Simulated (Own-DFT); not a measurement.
# Strain and stress in beta-Si3N4, 112 atoms (N64Si48)

These are calculations, not measurements. They come from Own-DFT, an in-house plane-wave density functional program, since retired, whose code no person has reviewed. Each row is one single-point run on a periodic cell that was not relaxed, without spin or spin-orbit coupling.

Settings of every run: PBE; PseudoDojo norm-conserving scalar-relativistic files; cutoff 42 hartree; 2 x 2 x 4 k mesh centred on Gamma; Fermi-Dirac smearing of 0.1 eV.

Known limits: forces on such cells moved up to 12 meV/angstrom on a denser k mesh; stress not checked against mesh or cutoff.

Unstrained cell vectors in Å: (15.212, 0.000, 0.000); (-7.606, 13.174, 0.000); (0.000, 0.000, 5.818). The unstrained cell has measured lattice constants (interpolated for alloys), not those of this functional. That, the random moves and any unrelaxed bonds set the pressure at no strain. Each run strains this cell uniformly, with the atoms carried along. Every atom was also moved at random, by a Gaussian of width 0.05 Å on each axis. Strain is the symmetric tensor, in per cent. Stress is positive in tension, and the pressure is minus a third of its trace.

| run | e_xx (%) | e_yy (%) | e_zz (%) | e_yz (%) | e_xz (%) | e_xy (%) | s_xx (GPa) | s_yy (GPa) | s_zz (GPa) | s_yz (GPa) | s_xz (GPa) | s_xy (GPa) | P (GPa) | E (meV/atom) |
|---|---|---|---|---|---|---|---|---|---|---|---|---|---|---|
| 1 | -0.70 | 0.88 | -1.63 | 1.59 | -1.00 | 1.73 | -12.42 | -5.05 | -22.55 | 7.10 | -4.07 | 6.34 | 13.34 | 56.0 |
| 2 | 1.52 | -1.14 | -0.92 | -0.33 | 0.06 | 1.83 | -0.91 | -11.24 | -17.50 | 0.39 | 2.10 | 6.95 | 9.88 | 25.4 |
| 3 | -1.72 | -0.13 | 0.24 | 0.37 | -0.70 | -0.57 | -16.42 | -7.45 | -13.07 | 2.08 | -3.17 | -1.33 | 12.31 | 32.2 |
| 4 | 1.51 | -1.21 | 1.28 | 0.84 | 0.92 | -0.39 | -1.51 | -11.49 | 0.11 | 3.29 | 2.71 | -3.02 | 4.30 | 29.4 |
| 5 | 1.12 | -1.08 | -1.96 | 0.56 | 0.37 | 1.08 | -4.42 | -14.89 | -23.48 | 1.36 | 1.66 | 3.72 | 14.26 | 59.3 |
| 6 | 1.74 | -0.12 | 0.09 | -0.08 | 1.07 | 0.53 | 2.37 | -4.76 | -7.85 | -1.57 | 3.31 | 1.94 | 3.41 | 0.0 |
| 7 | -0.16 | 0.09 | 0.56 | -1.09 | 1.81 | -1.18 | -8.93 | -4.65 | -6.05 | -3.13 | 4.79 | -3.63 | 6.55 | 16.5 |
| 8 | -0.28 | 0.50 | -0.96 | -0.04 | 0.42 | 1.92 | -11.38 | -5.97 | -14.73 | -0.54 | 0.56 | 8.79 | 10.69 | 30.7 |
| 9 | -1.77 | -0.98 | 1.30 | 0.28 | 0.30 | 0.10 | -17.57 | -14.48 | -2.44 | 0.57 | 0.35 | -1.06 | 11.50 | 22.1 |
| 10 | -1.92 | -1.99 | 1.37 | 1.01 | -1.23 | 1.06 | -21.93 | -17.24 | -5.56 | 2.93 | -4.21 | 5.66 | 14.91 | 62.0 |
| 11 | 0.48 | 0.63 | 1.24 | -0.88 | -1.59 | 0.47 | -5.96 | -3.56 | 0.85 | -4.45 | -5.20 | 1.91 | 2.89 | 26.1 |
| 12 | 1.25 | -1.62 | -1.83 | -0.44 | 1.04 | -1.36 | -7.06 | -13.65 | -26.13 | -1.92 | 4.54 | -3.03 | 15.61 | 72.6 |
| 13 | -1.73 | -1.05 | 1.82 | -1.49 | 0.15 | 1.80 | -14.39 | -13.47 | -2.55 | -5.23 | -0.09 | 6.01 | 10.14 | 22.3 |
| 14 | 1.95 | -0.45 | 1.04 | -1.21 | 0.57 | -0.98 | 3.35 | -5.67 | -3.16 | -3.34 | 3.42 | -3.91 | 1.83 | 18.6 |
| 15 | -1.03 | 1.96 | 0.14 | -0.96 | -1.95 | -1.02 | -11.11 | 0.55 | -8.91 | -4.63 | -7.07 | -7.68 | 6.49 | 50.1 |
| 16 | 1.47 | 1.62 | -0.25 | 1.10 | 0.67 | -1.71 | 1.76 | 4.18 | -10.92 | 3.01 | 3.52 | -6.78 | 1.66 | 27.6 |
| 17 | 0.09 | -0.25 | -0.48 | -1.66 | -0.17 | -1.67 | -8.23 | -9.93 | -14.83 | -7.60 | -1.68 | -7.80 | 11.00 | 68.4 |
| 18 | 1.31 | -0.99 | 1.37 | 1.38 | 1.84 | -1.38 | ? | ? | ? | ? | ? | ? | ? | ? |

E is the free energy for each atom above the lowest run shown.

## Worked fit

Each stress component was fitted by least squares to a constant and the strains of the runs shown, as fractions, with shears doubled. Shear strains stay in the fit of a normal stress only where such slopes are resolved. The slopes, in GPa:

```
stress  at no strain  per e_xx  per e_yy  per e_zz  scatter
  s_xx          -8.2  538 ± 29  128 ± 35   95 ± 34     1.52
  s_yy          -7.1  123 ± 28  501 ± 33   78 ± 32     1.45
  s_zz         -10.8  110 ± 31  114 ± 37  722 ± 36     1.62
```

Each shear stress against twice its own strain: yz 185 ± 16, xz 150 ± 13, xy 195 ± 16 GPa. These are stiffnesses along x, y and z of the frame in which the cell vectors are given, which need not be the crystal's axes. The atoms are held to the strained lattice; where symmetry lets them move under strain, relaxing them would lower some slopes. The table should be nearly symmetric about its diagonal, and what it lacks of that shows the noise. A ninth of its sum, 268 ± 10 GPa, estimates the bulk modulus near the mean pressure of these runs, 8.9 GPa, so it lies above the value at zero pressure.

## Withheld run

Question: what normal stresses and pressure should run 18 give?

The fit gives s_xx = -1.1, s_yy = -9.4, s_zz = -0.6 and P = 3.7 GPa. The calculation gave -2.66, -11.30, 0.51 and P = 4.48 GPa.
